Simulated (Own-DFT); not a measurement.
# What random displacements cost in 4H SiC, 72 atoms (C36Si36)

Calculated results; nothing here was measured. They come from Own-DFT, an in-house plane-wave density functional program, since retired, whose code no person has reviewed. Each row is one single-point run on a periodic cell that was not relaxed, without spin or spin-orbit coupling.

Settings of every run: PBE; PseudoDojo norm-conserving scalar-relativistic files; cutoff 42 hartree; 4 x 4 x 3 k mesh centred on Gamma; Fermi-Dirac smearing of 0.1 eV.

Known limits, some of them of some rows only: some atoms lie very close together; forces on such cells passed a denser k mesh, each cell not checked; stress not checked against mesh or cutoff.

Cell vectors in Å: (9.248, 0.000, 0.000); (-4.624, 8.009, 0.000); (0.000, 0.000, 10.068). In each run every atom was moved at random and independently from its ideal site; u is the rms move along one axis. E is the free energy for each atom above the fitted value at u = 0, and F the rms of the force components.

| run | u (Å) | E (meV/atom) | F (eV/Å) | largest force (eV/Å) | P (GPa) |
|---|---|---|---|---|---|
| 1 | 0.0286 | 33.1 | 0.855 | 2.83 | 3.73 |
| 2 | 0.0307 | 34.7 | 0.848 | 2.93 | 3.72 |
| 3 | 0.0586 | 120.3 | 1.644 | 7.81 | 5.75 |
| 4 | 0.0604 | ? | ? | ? | ? |
| 5 | 0.0640 | 141.0 | 1.853 | 9.29 | 5.98 |
| 6 | 0.1023 | 375.3 | 3.258 | 16.97 | 11.57 |
| 7 | 0.1062 | 487.8 | 3.935 | 15.65 | 15.46 |

## Worked fit

For small independent moves the energy grows as E = (3/2) K u², with K the mean stiffness felt by one atom. The runs with u up to 0.11 Å give K = 25.0 ± 1.5 eV/Å², with residuals divided by u² + 0.0006 Å², since the noise grows with the moves. The scatter is 10.5 meV/atom at u = 0.05 Å. The forces follow F = G u with G = 30.7 eV/Å²; no force at u = 0 is resolved. G exceeds K because the moves of its neighbours add to the force on an atom, and stiffness differs between atoms. The pressure follows P = 2.49 + 1009 u² GPa: at fixed volume, shortened bonds push harder than stretched ones pull.

## Withheld run

Question: what energy and rms force should run 4 give?

The fit gives 137 ± 17 meV/atom and about 1.85 eV/Å. The calculation gave 140.5 meV/atom and 1.790 eV/Å.
